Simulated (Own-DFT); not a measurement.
# Response to strain: diamond-structure SiGeSn with randomly placed atoms, 64 atoms (Ge40Si16Sn8)

These are calculations, not measurements. They come from Own-DFT, an in-house plane-wave density functional program, since retired, whose code no person has reviewed. Each row is one single-point run on a periodic cell that was not relaxed, without spin or spin-orbit coupling.

Settings of every run: PBE; PseudoDojo norm-conserving scalar-relativistic files; cutoff 49 hartree; 3 x 3 x 3 k mesh centred on Gamma; Fermi-Dirac smearing of 0.1 eV.

Known limits: forces on such cells moved up to 12 meV/angstrom on a denser k mesh; stress not checked against mesh or cutoff.

Unstrained cell vectors in Å: (11.410, 0.000, 0.000); (0.000, 11.410, 0.000); (0.000, 0.000, 11.410). The unstrained cell has measured lattice constants (interpolated for alloys), not those of this functional. That, the random moves and any unrelaxed bonds set the pressure at no strain. Each run strains this cell uniformly, with the atoms carried along. Every atom was also moved at random, by a Gaussian of width 0.05 Å on each axis. The random placing of the alloy's atoms differs from row to row. Strain is the symmetric tensor, in per cent. Stress is positive in tension, and the pressure is minus a third of its trace.

```
run,e_xx (%),e_yy (%),e_zz (%),s_xx (GPa),s_yy (GPa),s_zz (GPa),P (GPa),E (meV/atom)
1,-0.75,-0.75,0.00,-6.15,-6.11,-5.65,5.97,25.2
2,1.25,1.25,0.00,-2.66,-2.59,-3.47,2.91,5.3
3,-1.25,-1.25,0.00,-7.15,-7.01,-6.26,6.81,31.6
4,-3.00,-3.00,0.00,-11.09,-11.10,-9.04,10.41,90.3
5,-1.00,-1.00,0.00,-6.78,-6.70,-6.05,6.51,35.4
6,-0.50,-0.50,0.00,-5.72,-5.84,-5.41,5.65,31.1
7,-2.75,-2.75,0.00,-10.41,-10.44,-8.36,9.74,69.8
8,0.75,0.75,0.00,-3.33,-3.31,-3.87,3.50,0.0
9,-0.25,-0.25,0.00,?,?,?,?,?
```

E is the free energy for each atom above the lowest run shown.

## Worked fit

The change of volume is close to e_xx + e_yy + e_zz. A straight line through the runs shown gives P = 4.85 - 89 x (fractional change of volume) GPa, with an error of 3 on the slope and a scatter of 0.23 GPa. The strain isn't the same on all axes, but the crystal is cubic, so the slope still estimates the bulk modulus, averaged over pressures from 2.9 to 10.4 GPa.

## Withheld run

Question: what pressure should run 9 give? Its volume changes by -0.50 %.

The line gives 5.3 GPa. The calculation gave 5.10 GPa.
